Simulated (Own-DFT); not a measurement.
# One host, several defects: D0_22 TiAl3

No measurement is shown. These are fixed-geometry runs of a retired plane-wave code named Own-DFT, which no person has reviewed; spin and spin-orbit coupling are neglected.

All runs used: PBE; PseudoDojo norm-conserving scalar-relativistic files; cutoff 42 hartree; 4 x 4 x 4 k mesh centred on Gamma; cold (Marzari-Vanderbilt) smearing of 0.2 eV.

Keep in mind: forces on such cells failed a check on a denser k mesh; stress not checked against mesh or cutoff.

All runs share one cell, with vectors in Å (-2.365, -6.981, 4.326); (-7.667, 3.491, 1.442); (-2.950, -3.488, -7.241) and a volume of 625.4 Å³. Atoms were moved at random from their sites; u is the rms move along one axis. The defect's site can differ from row to row.

```
cell,formula,u (Å),P (GPa)
no defect,Al30Ti10,0.0198,1.98
no defect,Al30Ti10,0.0204,1.98
no defect,Al30Ti10,0.0491,2.56
two Al vacancies,Al28Ti10,0.0269,1.24
two Al vacancies,Al28Ti10,0.0284,1.22
two Al vacancies,Al28Ti10,0.0506,1.59
one Ti vacancy,Al30Ti9,0.0301,1.86
one Ti vacancy,Al30Ti9,0.0470,2.32
one Ti vacancy,Al30Ti9,0.0541,2.70
two Ti on an Al site each,Al28Ti12,0.0272,3.31
two Ti on an Al site each,Al28Ti12,0.0303,3.34
two Ti on an Al site each,Al28Ti12,0.0470,3.49
two Al on a Ti site each,Al32Ti8,0.0302,2.93
two Al on a Ti site each,Al32Ti8,0.0334,3.01
two Al on a Ti site each,Al32Ti8,0.0486,?
two Al on a Ti site each,Al32Ti8,0.0497,3.34
```

## Fit

P = P0 + c u² + a shift for each defect gives P0 = 1.88 GPa, c = 268 ± 32 GPa/Å² and a scatter of 0.10 GPa. The shifts, and each times the cell's volume:

- two Ti on an Al site each: 1.15 ± 0.08 GPa, 4.5 eV (2.2 eV for each of its 2 sites)
- two Al on a Ti site each: 0.81 ± 0.08 GPa, 3.1 eV (1.6 eV for each of its 2 sites)
- one Ti vacancy: -0.13 ± 0.09 GPa, -0.5 eV (not resolved)
- two Al vacancies: -0.90 ± 0.08 GPa, -3.5 eV (-1.8 eV for each of its 2 sites)

Positive is outwards. The product with the volume (160.2 GPa Å³ to the eV) is nearly free of the cell's size; divided by the bulk modulus at the cell's pressure it gives the volume that the defect adds. The atoms around the defects weren't relaxed, which would change these numbers.

## The run left out

Asked: what pressure belongs in the blank (two Al on a Ti site each, u = 0.0486 Å)?

From the fit: 3.32 ± 0.12 GPa. The run itself gave 3.24 GPa.
